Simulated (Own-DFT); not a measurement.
# How much smaller does PBEsol make it? C40 NbSi2, 36 atoms (Nb12Si24)

Source: density functional calculations with Own-DFT, an unreviewed in-house program that is no longer used. Nothing was measured or relaxed, and spin and spin-orbit coupling are left out.

Caveats: forces on such cells failed a check on a denser k mesh; stress not checked against mesh or cutoff.

Each geometry was run with PBE and with PBEsol, otherwise alike: PseudoDojo norm-conserving scalar-relativistic files made for PBE; cutoff 42 hartree; 4 x 4 x 5 k mesh centred on Gamma; cold (Marzari-Vanderbilt) smearing of 0.2 eV. Unstrained cell vectors in Å: (0.000, 8.324, 0.000); (-9.613, 0.000, 0.000); (0.000, 0.000, 6.586). Each has a uniform strain, of which the change of volume is shown, and random moves of rms u per axis.

| run | volume change (%) | u (Å) | P with PBE (GPa) | P with PBEsol (GPa) |
|---|---|---|---|---|
| 1 | 2.25 | 0.0581 | -1.02 | -4.57 |
| 2 | 1.10 | 0.0503 | 0.80 | -2.81 |
| 3 | -0.31 | 0.0497 | 2.98 | -0.68 |
| 4 | 1.61 | 0.0522 | -0.20 | -3.78 |
| 5 | -3.85 | 0.0485 | 10.79 | 6.97 |
| 6 | -2.09 | 0.0473 | 7.03 | 3.28 |
| 7 | -0.82 | 0.0507 | 4.25 | 0.57 |
| 8 | 2.50 | 0.0438 | -2.10 | -5.63 |
| 9 | -2.23 | 0.0505 | 7.50 | 3.74 |
| 10 | -2.18 | 0.0476 | 6.64 | 2.89 |
| 11 | 0.91 | 0.0502 | 2.39 | ? |

Question: by how much does PBEsol shrink this cell, and what belongs in the blank?

## Solution

Write v for the change of volume as a fraction. Fitted to v and u², the PBE pressure has a slope of -197 ± 5 GPa in v, with the ions held to the strained lattice. The difference PBEsol less PBE is -3.65 + 4.5 v GPa (slope ± 0.1) and averages -3.67 GPa. Divided by the mean slope of the two, 195 GPa, that makes PBEsol's volume at a given pressure, near 2 GPa, about 1.9 % smaller, or 0.63 % in lengths. At one volume PBEsol's slope is the smaller by 5 GPa, but its pressure there is lower too. If stiffness rises by about 4 GPa for each GPa, PBEsol at equal pressure is stiffer by about 10 GPa. Files made for PBEsol would give a different shift.

For run 11 the line gives -1.22 GPa. The hidden result is -1.24 GPa.
